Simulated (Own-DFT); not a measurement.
# Strain and stress in wurtzite AlN, 128 atoms (Al64N64)

Calculated results; nothing here was measured. The program, named Own-DFT, is a retired in-house plane-wave density functional code that no person has reviewed. Each row is one single-point run on a periodic cell that was not relaxed, without spin or spin-orbit coupling.

Settings of every run: PBE; PseudoDojo norm-conserving scalar-relativistic files; cutoff 42 hartree; 3 x 3 x 3 k mesh centred on Gamma; Gaussian smearing of 0.01 eV.

Known limits: k mesh not checked against a denser one; stress not checked against mesh or cutoff.

Unstrained cell vectors in Å: (12.448, 0.000, 0.000); (-6.224, 10.780, 0.000); (0.000, 0.000, 9.964). The unstrained cell has measured lattice constants (interpolated for alloys), not those of this functional. That, the random moves and any unrelaxed bonds set the pressure at no strain. Each run strains this cell uniformly, with the atoms carried along. Every atom was also moved at random, by a Gaussian of width 0.05 Å on each axis. Strain is the symmetric tensor, in per cent. Stress is positive in tension, and the pressure is minus a third of its trace.

```
run,e_xx (%),e_yy (%),e_zz (%),e_yz (%),e_xz (%),e_xy (%),s_xx (GPa),s_yy (GPa),s_zz (GPa),s_yz (GPa),s_xz (GPa),s_xy (GPa),P (GPa),E (meV/atom)
1,-1.08,-1.48,1.39,0.68,0.59,0.46,-11.27,-14.62,-0.09,1.39,2.38,0.44,8.66,16.6
2,-1.50,0.07,0.48,-1.64,-1.46,-0.54,-13.08,-5.96,-3.96,-4.65,-3.43,-0.73,7.66,10.2
3,0.95,1.72,-0.58,-1.22,-0.20,-0.57,0.29,3.02,-8.26,-3.05,-0.18,-2.54,1.65,11.7
4,1.41,1.04,-0.92,0.21,1.16,1.75,0.82,-2.12,-6.82,1.31,3.04,4.37,2.71,21.4
5,-0.86,-1.94,0.88,0.01,0.30,-0.37,-11.35,-14.68,-4.97,-1.74,1.16,-1.12,10.33,20.4
6,0.24,-0.72,-0.71,-0.11,0.72,-0.47,-6.19,-7.73,-10.81,-1.25,1.77,-1.40,8.24,9.4
7,1.81,-1.13,0.41,-0.33,1.57,0.26,0.53,-8.06,-3.08,-0.54,4.20,0.10,3.53,6.0
8,0.23,-0.47,-1.02,0.18,1.46,-0.01,-5.74,-8.34,-9.81,0.98,3.39,-0.42,7.96,0.0
9,-0.53,-1.32,-1.41,-1.92,-0.67,0.61,-10.08,-12.66,-15.99,-4.83,-1.67,3.71,12.91,19.0
10,1.82,-1.57,-1.93,0.45,-0.42,-1.52,-0.45,-12.92,-14.82,1.01,-0.99,-5.43,9.40,20.3
11,-1.07,1.01,-1.96,-1.91,0.37,1.25,-11.59,-3.50,-15.45,-5.42,1.09,4.39,10.18,21.1
12,-1.64,-1.12,0.19,-1.96,-0.26,0.43,-15.12,-12.94,-7.40,-4.62,-1.39,1.72,11.82,29.4
13,-1.93,0.31,1.51,0.07,0.79,1.18,-14.46,-4.49,-0.22,0.40,1.46,4.41,6.39,10.2
14,1.24,-0.59,0.07,0.93,-0.92,1.73,-0.65,-7.82,-4.64,2.01,-2.60,6.81,4.37,5.5
15,-0.60,-1.16,-1.06,0.63,0.33,0.64,-9.24,-15.68,-10.69,1.97,1.31,1.91,11.87,20.5
16,-1.06,-0.07,0.01,-1.83,0.32,1.41,?,?,?,?,?,?,?,?
```

E is the free energy for each atom above the lowest run shown.

## Worked fit

Each stress component was fitted by least squares to a constant and the strains of the runs shown, as fractions, with shears doubled. Shear strains stay in the fit of a normal stress only where such slopes are resolved. The slopes, in GPa:

| stress | at no strain | per e_xx | per e_yy | per e_zz | scatter |
|---|---|---|---|---|---|
| s_xx | -6.2 | 458 ± 14 | 89 ± 15 | 41 ± 16 | 0.62 |
| s_yy | -5.9 | 101 ± 32 | 474 ± 35 | 82 ± 38 | 1.42 |
| s_zz | -5.8 | 89 ± 29 | 78 ± 31 | 489 ± 34 | 1.26 |

Each shear stress against twice its own strain: yz 124 ± 13, xz 126 ± 9, xy 178 ± 11 GPa. These are stiffnesses along x, y and z of the frame in which the cell vectors are given, which need not be the crystal's axes. The atoms are held to the strained lattice; where symmetry lets them move under strain, relaxing them would lower some slopes. The table should be nearly symmetric about its diagonal, and what it lacks of that shows the noise. A ninth of its sum, 211 ± 4 GPa, estimates the bulk modulus near the mean pressure of these runs, 7.8 GPa, so it lies above the value at zero pressure.

## Withheld run

Question: what normal stresses and pressure should run 16 give?

The fit gives s_xx = -11.0, s_yy = -7.3, s_zz = -6.7 and P = 8.3 GPa. The calculation gave -11.11, -7.90, -6.03 and P = 8.35 GPa.
